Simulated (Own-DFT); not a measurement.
# How much smaller does PBEsol make it? L1_0 TiAl, 32 atoms (Al16Ti16)

Calculated, not measured: single-point runs of Own-DFT, a retired in-house plane-wave DFT program that no person has reviewed, on unrelaxed cells, without spin or spin-orbit coupling.

Keep in mind: forces on such cells failed a check on a denser k mesh; stress not checked against mesh or cutoff.

Each geometry was run with PBE and with PBEsol, otherwise alike: PseudoDojo norm-conserving scalar-relativistic files made for PBE; cutoff 42 hartree; 4 x 4 x 4 k mesh centred on Gamma; cold (Marzari-Vanderbilt) smearing of 0.2 eV. Unstrained cell vectors in Å: (5.622, 5.621, 0.000); (-5.621, 5.622, 0.000); (0.000, 0.000, 8.133). Each has a uniform strain, of which the change of volume is shown, and random moves of rms u per axis.

```
run  volume change (%)   u (Å)  P with PBE (GPa)  P with PBEsol (GPa)
  1              -1.91  0.0482              4.20                 1.26
  2              -1.15  0.0504              3.42                 0.52
  3               0.32  0.0539              1.39                -1.44
  4              -1.26  0.0483              3.40                 0.50
  5               2.05  0.0568             -0.35                -3.10
  6               1.73  0.0529             -0.19                -2.96
  7               0.40  0.0517              1.56                -1.27
  8              -2.39  0.0451              4.78                 1.83
  9               1.66  0.0541              0.01                -2.76
 10              -0.42  0.0510              2.44                -0.43
 11              -0.88  0.0483              3.06                 0.18
 12               1.41  0.0520              0.27                    ?
```

Asked: by how much does PBEsol shrink this cell, and what belongs in the blank?

## Solution

Write v for the change of volume as a fraction. Fitted to v and u², the PBE pressure has a slope of -119 ± 6 GPa in v, with the ions held to the strained lattice. The difference PBEsol less PBE is -2.85 + 4.5 v GPa (slope ± 0.1) and averages -2.85 GPa. Divided by the mean slope of the two, 116 GPa, that makes PBEsol's volume at a given pressure, near 1 GPa, about 2.4 % smaller, or 0.82 % in lengths. At one volume PBEsol's slope is the smaller by 5 GPa, but its pressure there is lower too. If stiffness rises by about 4 GPa for each GPa, PBEsol at equal pressure is stiffer by about 7 GPa. Files made for PBEsol would give a different shift.

For run 12 the line gives -2.52 GPa. The calculation gave -2.51 GPa.
